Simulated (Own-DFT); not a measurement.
# Response to strain: wurtzite GaN, 72 atoms (Ga36N36)

These are calculations, not measurements. The program, named Own-DFT, is a retired in-house plane-wave density functional code that no person has reviewed. Each row is one single-point run on a periodic cell that was not relaxed, without spin or spin-orbit coupling.

Settings of every run: PBE; PseudoDojo norm-conserving scalar-relativistic files (stringent for Ga); cutoff 96 hartree; 4 x 4 x 3 k mesh centred on Gamma; Gaussian smearing of 0.01 eV.

Known limits: forces not confirmed at this smearing and k mesh; stress not checked against mesh or cutoff.

Unstrained cell vectors in Å: (9.567, 0.000, 0.000); (-4.783, 8.285, 0.000); (0.000, 0.000, 10.370). The unstrained cell has measured lattice constants (interpolated for alloys), not those of this functional. That, the random moves and any unrelaxed bonds set the pressure at no strain. Each run strains this cell uniformly, with the atoms carried along. Every atom was also moved at random, by a Gaussian of width 0.05 Å on each axis. Strain is the symmetric tensor, in per cent. Stress is positive in tension, and the pressure is minus a third of its trace.

| run | e_xx (%) | e_yy (%) | e_zz (%) | s_xx (GPa) | s_yy (GPa) | s_zz (GPa) | P (GPa) | E (meV/atom) |
|---|---|---|---|---|---|---|---|---|
| 1 | 1.00 | 1.00 | 0.00 | -2.14 | -1.20 | -7.25 | 3.53 | 9.8 |
| 2 | -2.75 | -2.75 | 0.00 | -23.82 | -25.09 | -12.32 | 20.41 | 82.5 |
| 3 | -1.25 | -1.25 | 0.00 | -13.07 | -15.56 | -9.67 | 12.77 | 34.7 |
| 4 | -3.00 | -3.00 | 0.00 | -27.84 | -23.80 | -12.54 | 21.39 | 86.7 |
| 5 | -1.00 | -1.00 | 0.00 | -10.79 | -12.94 | -9.62 | 11.12 | 17.4 |
| 6 | 2.50 | 2.50 | 0.00 | 5.10 | 4.07 | -4.34 | -1.61 | 6.6 |
| 7 | -2.25 | -2.25 | 0.00 | -20.04 | -19.27 | -11.55 | 16.96 | 41.2 |
| 8 | 3.00 | 3.00 | 0.00 | 7.06 | 6.45 | -3.31 | -3.40 | 0.0 |
| 9 | -0.75 | -0.75 | 0.00 | ? | ? | ? | ? | ? |

E is the free energy for each atom above the lowest run shown.

## Worked fit

The change of volume is close to e_xx + e_yy + e_zz. A straight line through the runs shown gives P = 8.33 - 204 x (fractional change of volume) GPa, with an error of 8 on the slope and a scatter of 0.95 GPa. The strain isn't the same on all axes and the cell isn't cubic, so the slope belongs to this path and is not the bulk modulus.

## Withheld run

Question: what pressure should run 9 give? Its volume changes by -1.49 %.

The line gives 11.4 GPa. The calculation gave 10.71 GPa.
